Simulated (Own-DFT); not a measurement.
# What a defect does to the pressure of its cell: monoclinic HfO2

The numbers are computed, not measured, by runs of the plane-wave DFT program Own-DFT (in-house, retired, unreviewed) at fixed positions, with no spin and no spin-orbit coupling.

Settings: PBE; PseudoDojo norm-conserving scalar-relativistic files; cutoff 72 hartree; 2 x 2 x 2 k mesh centred on Gamma; Fermi-Dirac smearing of 0.1 eV.

Caveats (not all hold for every row): not probed for a lower state with spin; hafnium file: forces about 75 meV/angstrom off all-electron values; oxygen file: force components 24 meV/angstrom off all-electron in a glass; forces on such cells passed a denser k mesh, each cell not checked; stress not checked against mesh or cutoff.

All runs share one cell, with vectors in Å (10.234, 0.000, 0.000); (0.000, 10.350, 0.000); (-1.696, 0.000, 10.445) and a volume of 1106.4 Å³. Atoms were moved at random from their sites; u is the rms move along one axis. The defect's site can differ from row to row.

| cell | formula | u (Å) | P (GPa) |
|---|---|---|---|
| no defect | Hf32O64 | 0.0207 | 4.03 |
| no defect | Hf32O64 | 0.0481 | 5.72 |
| no defect | Hf32O64 | 0.0535 | 5.35 |
| two O vacancies | Hf32O62 | 0.0296 | 3.53 |
| two O vacancies | Hf32O62 | 0.0318 | 3.83 |
| two O vacancies | Hf32O62 | 0.0525 | 5.37 |
| two Al on a Hf site each and one O vacancy | Al2Hf30O63 | 0.0302 | 2.33 |
| two Al on a Hf site each and one O vacancy | Al2Hf30O63 | 0.0315 | 1.70 |
| two Al on a Hf site each and one O vacancy | Al2Hf30O63 | 0.0472 | 3.62 |
| one Si on a Hf site | Hf31O64Si | 0.0291 | ? |
| one Si on a Hf site | Hf31O64Si | 0.0300 | 2.79 |
| one Si on a Hf site | Hf31O64Si | 0.0478 | 3.90 |
| one Si on a Hf site | Hf31O64Si | 0.0544 | 4.49 |

## Working it out

P = P0 + c u² + a shift for each defect gives P0 = 3.48 GPa, c = 832 ± 120 GPa/Å² and a scatter of 0.36 GPa. The shifts, and each times the cell's volume:

- two O vacancies: -0.52 ± 0.29 GPa, -3.6 eV (-1.8 eV for each of its 2 sites) (not resolved)
- one Si on a Hf site: -1.46 ± 0.29 GPa, -10.1 eV
- two Al on a Hf site each and one O vacancy: -2.07 ± 0.30 GPa, -14.3 eV

A positive shift means that the defect pushes the cell outwards. Shift times volume (160.2 GPa Å³ is 1 eV) depends little on the cell's size, so, taken for each site, it can be compared between cells at like pressure. The atoms around the defects weren't relaxed, which would change these numbers.

## Test on the hidden row

Question: what pressure belongs in the blank (one Si on a Hf site, u = 0.0291 Å)?

Estimate: 2.73 ± 0.43 GPa. The hidden result is 2.60 GPa.
